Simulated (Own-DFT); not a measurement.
# One host, several defects: zincblende GaP

No measurement is shown. These are fixed-geometry runs of a retired plane-wave code named Own-DFT, which no person has reviewed; spin and spin-orbit coupling are neglected.

All runs used: PBE; PseudoDojo norm-conserving scalar-relativistic files; cutoff 42 hartree; 3 x 3 x 3 k mesh centred on Gamma; Fermi-Dirac smearing of 0.1 eV.

Limits (not all hold for every row): not probed for a lower state with spin; forces on such cells failed a check on a denser k mesh; forces on such cells passed a denser k mesh, each cell not checked; stress not checked against mesh or cutoff.

All runs share one cell, with vectors in Å (10.901, 0.000, 0.000); (0.000, 10.901, 0.000); (0.000, 0.000, 10.901) and a volume of 1295.4 Å³. Atoms were moved at random from their sites; u is the rms move along one axis. The defect's site can differ from row to row.

```
                   cell    formula   u (Å)  P (GPa)
              no defect    Ga32P32  0.0189     2.70
              no defect    Ga32P32  0.0197     2.70
              no defect    Ga32P32  0.0534     3.20
two P on a Ga site each    Ga30P34  0.0490     3.46
two P on a Ga site each    Ga30P34  0.0505        ?
two P on a Ga site each    Ga30P34  0.0525     3.46
two P on a Ga site each    Ga30P34  0.0525     3.41
    one In on a Ga site  Ga31InP32  0.0282     3.63
    one In on a Ga site  Ga31InP32  0.0322     3.80
    one In on a Ga site  Ga31InP32  0.0510     4.05
     one As on a P site  AsGa32P31  0.0313     3.24
     one As on a P site  AsGa32P31  0.0492     3.63
     one As on a P site  AsGa32P31  0.0509     3.50
        two P vacancies    Ga32P30  0.0280     2.07
        two P vacancies    Ga32P30  0.0294     2.25
        two P vacancies    Ga32P30  0.0477     2.61
```

## What the rows give

P = P0 + c u² + a shift for each defect gives P0 = 2.61 GPa, c = 217 ± 27 GPa/Å² and a scatter of 0.08 GPa. The shifts, and each times the cell's volume:

- one In on a Ga site: 0.90 ± 0.07 GPa, 7.2 eV
- one As on a P site: 0.42 ± 0.07 GPa, 3.4 eV
- two P on a Ga site each: 0.26 ± 0.08 GPa, 2.1 eV (1.1 eV for each of its 2 sites)
- two P vacancies: -0.58 ± 0.07 GPa, -4.7 eV (-2.3 eV for each of its 2 sites)

A positive shift means that the defect pushes the cell outwards. Shift times volume (160.2 GPa Å³ is 1 eV) depends little on the cell's size, so, taken for each site, it can be compared between cells at like pressure. The atoms around the defects weren't relaxed, which would change these numbers.

## Check

Question: what pressure belongs in the blank (two P on a Ga site each, u = 0.0505 Å)?

From the fit: 3.42 ± 0.09 GPa. The run itself gave 3.32 GPa.
